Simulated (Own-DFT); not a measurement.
# Misfit strain and the stress it brings: wurtzite GaN, 72 atoms (Ga36N36)

No measurement is shown. These are fixed-geometry runs of a retired plane-wave code named Own-DFT, which no person has reviewed; spin and spin-orbit coupling are neglected.

Settings: PBE; PseudoDojo norm-conserving scalar-relativistic files (stringent for Ga); cutoff 96 hartree; 4 x 4 x 3 k mesh centred on Gamma; Gaussian smearing of 0.01 eV.

Caveats: forces not confirmed at this smearing and k mesh; stress not checked against mesh or cutoff.

Unstrained cell vectors in Å: (9.567, 0.000, 0.000); (-4.784, 8.285, 0.000); (0.000, 0.000, 10.370). The unstrained cell has measured lattice constants (interpolated for alloys), not those of this functional. That, the random moves and any unrelaxed bonds set the pressure at no strain. Each run strains x and y alike by e, as a substrate would, and holds the height along z. Random moves of width 0.05 Å per axis were added to every atom. Stress is positive in tension.

| e (%) | u (Å) | (s_xx + s_yy)/2 (GPa) | s_zz (GPa) |
|---|---|---|---|
| -3.00 | 0.048 | -27.19 | -11.00 |
| -2.25 | 0.047 | -21.38 | -9.06 |
| -1.00 | 0.051 | ? | ? |
| -0.75 | 0.054 | -10.33 | -9.59 |
| -0.50 | 0.053 | -9.38 | -9.19 |
| 1.25 | 0.048 | -0.16 | -6.52 |
| 1.50 | 0.050 | 0.78 | -5.31 |
| 2.00 | 0.046 | 3.30 | -5.71 |
| 2.50 | 0.047 | 5.22 | -5.16 |
| 3.00 | 0.053 | 6.67 | -4.41 |

## Worked fit

With e as a fraction, the in-plane stress is -6.3 + 564 e - 4344 e² GPa (errors 5 and 297, scatter 0.28), and s_zz is -7.8 + 107 e GPa (slope ± 12, scatter 0.74). At e = 0 the first slope is C11 + C12 and the second 2 C13, both with the ions held to the strained lattice and at the cell's own pressure. The term in e² is negative: the layer stiffens under compression and softens under tension. A free layer would change its height as e changes, and the in-plane slope would drop by 2 C13²/C33 to the biaxial modulus. At fixed height, a misfit of 1 % moves the in-plane stress by about 5.6 GPa and s_zz by 1.1 GPa.

## The run left out

Q: what are the two stresses at e = -1.00 %?

Estimate: -12.4 and -8.8 GPa. Computed: -13.54 and -8.38 GPa. This run lies off the fit, by chance or by something that the fit leaves out.
